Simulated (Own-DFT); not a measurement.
# Energy and forces against displacement in hexagonal WC, 64 atoms (C32W32)

All numbers below are calculated, not measured. They come from Own-DFT, an in-house plane-wave density functional program, since retired, whose code no person has reviewed. Each row is one single-point run on a periodic cell that was not relaxed, without spin or spin-orbit coupling.

Settings of every run: PBE; PseudoDojo norm-conserving scalar-relativistic files; cutoff 50 hartree; 4 x 4 x 4 k mesh centred on Gamma; cold (Marzari-Vanderbilt) smearing of 0.2 eV.

Known limits, some of them of some rows only: some atoms lie very close together; forces on such cells moved up to 12 meV/angstrom on a denser k mesh; stress not checked against mesh or cutoff.

Cell vectors in Å: (5.833, -5.052, -2.839); (0.000, -5.052, 8.518); (-5.833, -5.052, -2.839). In each run every atom was moved at random and independently from its ideal site; u is the rms move along one axis. E is the free energy for each atom above the fitted value at u = 0, and F the rms of the force components.

```
run   u (Å)  E (meV/atom)  F (eV/Å)  largest force (eV/Å)  P (GPa)
  1  0.0192          13.4     0.527                  2.17     3.24
  2  0.0203          15.7     0.574                  2.66     3.32
  3  0.0205          16.0     0.566                  2.13     3.40
  4  0.0480             ?         ?                     ?        ?
  5  0.0500         100.2     1.463                  5.06     7.09
  6  0.0970         327.8     2.613                  9.64    16.34
  7  0.1006         399.2     3.075                 15.67    17.78
  8  0.1570         838.7     4.654                 21.29    35.83
```

## Worked fit

For small independent moves the energy grows as E = (3/2) K u², with K the mean stiffness felt by one atom. The runs with u up to 0.11 Å give K = 25.2 ± 0.9 eV/Å², with residuals divided by u² + 0.0006 Å², since the noise grows with the moves. The scatter is 5.7 meV/atom at u = 0.05 Å. The forces follow F = G u with G = 28.4 eV/Å²; no force at u = 0 is resolved. G exceeds K because the moves of its neighbours add to the force on an atom, and stiffness differs between atoms. At u = 0.157 Å the parabola gives 933 meV/atom and the run 839. The pressure follows P = 2.88 + 1459 u² GPa: at fixed volume, shortened bonds push harder than stretched ones pull.

## Withheld run

Question: what energy and rms force should run 4 give?

The fit gives 87 ± 6 meV/atom and about 1.36 eV/Å. The calculation gave 88.0 meV/atom and 1.367 eV/Å.
